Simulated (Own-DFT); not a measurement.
# Computed records: SiC (4H silicon carbide, atoms displaced)

All values are calculated (Own-DFT development build). A calculation, not a measurement: plane-wave PBE density functional theory by an unreviewed code, no spin, of a simulated periodic cell, stress positive in tension, free energy of the whole cell less one offset for each atom, forces on such cells passed a denser k mesh, this cell's mesh not checked; offsets are fitted by least squares, one for each functional and potential file, so energies compare only between cells with the same atoms and settings and are not formation energies; the far tail of each file's local potential was reset to the Coulomb form; each entry is a single point on an unrelaxed cell, so the pressure reflects the starting lattice, mostly measured values (interpolated for alloys), from which strain is counted, and rises with the displacements; printed positions are rounded, which can move forces by about a meV/angstrom; the program, named Own-DFT, is a retired in-house code; no spin-orbit coupling.

Common to all runs: functional PBE; potential files PseudoDojo norm-conserving, scalar-relativistic, standard set; wave cutoff 42 hartree; occupations Fermi-Dirac; smearing width 0.1 eV; hardware one NVIDIA H100; k mesh 5 x 5 x 3 centred on Gamma.

```yaml
- entry: 1
  formula: SiC
  kind: "4H silicon carbide, atoms displaced"
  structure:
    cell_angstrom: [[6.1654, 0.0, 0.0], [-3.0827, 5.3394, 0.0], [0.0, 0.0, 10.0681]]
    atoms_fractional:
      - [Si, 0.99919, 0.00393, 0.40571]
      - [Si, 0.11089, 0.33785, 0.1523]
      - [C, 0.00211, 0.9858, 0.09181]
      - [C, 0.14445, 0.29374, 0.3511]
      - [Si, 0.98998, 0.49084, 0.40823]
      - [Si, 0.17432, 0.83403, 0.15551]
      - [C, 0.01517, 0.52264, 0.08447]
      - [C, 0.17921, 0.81931, 0.35951]
      - [Si, 0.50548, 0.01348, 0.39126]
      - [Si, 0.68697, 0.34388, 0.15576]
      - [C, 0.50379, 0.9938, 0.10335]
      - [C, 0.67728, 0.32481, 0.33651]
      - [Si, 0.52917, 0.5129, 0.41004]
      - [Si, 0.68021, 0.86452, 0.1459]
      - [C, 0.44907, 0.48783, 0.10858]
      - [C, 0.67006, 0.85811, 0.34945]
      - [Si, 0.01074, 0.98522, 0.90525]
      - [Si, 0.84048, 0.65599, 0.65221]
      - [C, 0.01695, 0.99968, 0.59978]
      - [C, 0.81333, 0.6509, 0.83474]
      - [Si, 0.97644, 0.51397, 0.90409]
      - [Si, 0.79342, 0.18083, 0.64526]
      - [C, 0.99291, 0.48545, 0.59082]
      - [C, 0.85067, 0.16168, 0.84836]
      - [Si, 0.54911, 0.01176, 0.9141]
      - [Si, 0.36116, 0.68987, 0.66611]
      - [C, 0.50137, 0.00193, 0.5961]
      - [C, 0.37332, 0.67989, 0.82333]
      - [Si, 0.47037, 0.48206, 0.89225]
      - [Si, 0.35972, 0.19603, 0.64147]
      - [C, 0.51672, 0.5295, 0.58344]
      - [C, 0.33074, 0.11812, 0.83059]
  results:
    "free_energy_of_cell_above_offsets [eV]": "6.688"
    "pressure [GPa]": 11.3
    "stress_xx [GPa]": -11.18
    "stress_yy [GPa]": -10.96
    "stress_zz [GPa]": -11.75
    "stress_yz [GPa]": 3.66
    "stress_xz [GPa]": -2.69
    "stress_xy [GPa]": 0.51
    force_element: [Si, Si, C, C, Si, Si, C, C, Si, Si, C, C, Si, Si, C, C, Si, Si, C, C, Si, Si, C, C, Si, Si, C, C, Si, Si, C, C]
    "force_x [eV/angstrom]": [0.751, 8.278, -0.996, -0.167, 3.09, -0.358, -4.353, -2.809, 0.275, -4.558, -1.88, -1.403, -2.828, 2.251, 3.439, 2.542, -0.323, -0.348, -1.711, -0.688, 4.102, 8.261, 0.53, 0.478, -4.006, -2.04, -3.4, -2.929, 2.199, -2.056, 0.756, -0.101]
    "force_y [eV/angstrom]": [-4.919, -3.462, 1.382, 7.96, -0.591, 1.12, 0.78, 0.409, -2.02, 0.142, 3.329, 2.973, -0.08, -5.949, 1.548, -2.738, 0.479, 2.991, 0.486, 0.616, -2.177, -0.988, 2.54, 2.733, -1.989, -1.319, -0.58, 0.239, -1.997, -2.896, -1.195, 3.172]
    "force_z [eV/angstrom]": [3.361, 3.084, -0.648, -2.786, 0.416, 2.507, -0.898, -3.437, 3.562, -1.09, -2.787, 0.652, -3.955, 3.542, -2.456, -2.143, -1.572, -0.542, -1.38, 1.197, -1.607, 3.478, 0.423, -0.808, -1.443, -8.653, -3.735, 9.112, 2.801, 1.765, 2.348, 1.695]
    "wall_time [s]": 125.0
- entry: 2
  formula: SiC
  kind: "4H silicon carbide, atoms displaced"
  structure:
    cell_angstrom: [[6.1654, 0.0, 0.0], [-3.0827, 5.3394, 0.0], [0.0, 0.0, 10.0681]]
    atoms_fractional:
      - [Si, 0.02143, 0.99605, 0.41312]
      - [Si, 0.17441, 0.34159, 0.15896]
      - [C, 0.011, 0.01639, 0.09039]
      - [C, 0.16649, 0.3321, 0.33766]
      - [Si, 0.97466, 0.51643, 0.398]
      - [Si, 0.15888, 0.80522, 0.15254]
      - [C, 0.99826, 0.49794, 0.09263]
      - [C, 0.15293, 0.81745, 0.3643]
      - [Si, 0.52607, 0.03051, 0.39189]
      - [Si, 0.65706, 0.34687, 0.15374]
      - [C, 0.51631, 0.01079, 0.09493]
      - [C, 0.6461, 0.31921, 0.35379]
      - [Si, 0.51692, 0.50541, 0.3953]
      - [Si, 0.65038, 0.83566, 0.16087]
      - [C, 0.48244, 0.51206, 0.11185]
      - [C, 0.68026, 0.81311, 0.33843]
      - [Si, 0.98423, 0.98397, 0.91328]
      - [Si, 0.85645, 0.67566, 0.65602]
      - [C, 0.0198, 0.01618, 0.59493]
      - [C, 0.80779, 0.65811, 0.83952]
      - [Si, 0.99167, 0.49195, 0.89906]
      - [Si, 0.83063, 0.19521, 0.64618]
      - [C, 0.00982, 0.48994, 0.58724]
      - [C, 0.81103, 0.16807, 0.83737]
      - [Si, 0.49747, 0.01466, 0.89716]
      - [Si, 0.33479, 0.65131, 0.67677]
      - [C, 0.5121, 0.98286, 0.58933]
      - [C, 0.31838, 0.63475, 0.84305]
      - [Si, 0.50746, 0.50234, 0.90211]
      - [Si, 0.35643, 0.1895, 0.65251]
      - [C, 0.48049, 0.48442, 0.58863]
      - [C, 0.33998, 0.1558, 0.8557]
  results:
    "free_energy_of_cell_above_offsets [eV]": "4.449"
    "pressure [GPa]": 10.87
    "stress_xx [GPa]": -7.43
    "stress_yy [GPa]": -18.06
    "stress_zz [GPa]": -7.12
    "stress_yz [GPa]": 3.39
    "stress_xz [GPa]": 0.52
    "stress_xy [GPa]": 0.3
    force_element: [Si, Si, C, C, Si, Si, C, C, Si, Si, C, C, Si, Si, C, C, Si, Si, C, C, Si, Si, C, C, Si, Si, C, C, Si, Si, C, C]
    "force_x [eV/angstrom]": [-3.598, -2.752, -0.276, -0.538, 4.754, -1.09, -0.9, 3.273, 0.648, 0.904, -2.64, 1.293, -5.181, 3.461, 3.691, -0.889, -0.044, -1.778, -0.663, 3.901, -0.87, 2.028, -1.357, 2.736, 3.628, 0.069, -1.841, -0.766, -2.375, 0.471, 2.233, -5.533]
    "force_y [eV/angstrom]": [2.394, -2.689, -2.439, 0.087, -5.35, 4.789, -1.53, 4.402, -11.06, -0.92, -0.268, 6.249, -1.272, 1.445, 0.432, 4.291, 1.935, -0.115, -0.707, 1.719, -0.327, -5.346, 4.279, -0.039, -3.81, 1.097, 1.293, 2.247, -2.656, -4.812, 4.209, 2.469]
    "force_z [eV/angstrom]": [-0.825, 0.146, 1.475, 1.721, 2.726, 1.179, -0.992, -5.072, 4.746, 0.293, -0.444, -4.509, 3.111, -0.545, -4.31, 0.928, -2.011, -1.575, 1.144, 0.364, 1.27, 1.796, 0.112, 0.027, 2.804, -8.089, 0.087, 3.913, 2.653, 1.077, -0.389, -2.811]
    "wall_time [s]": 120.5
```
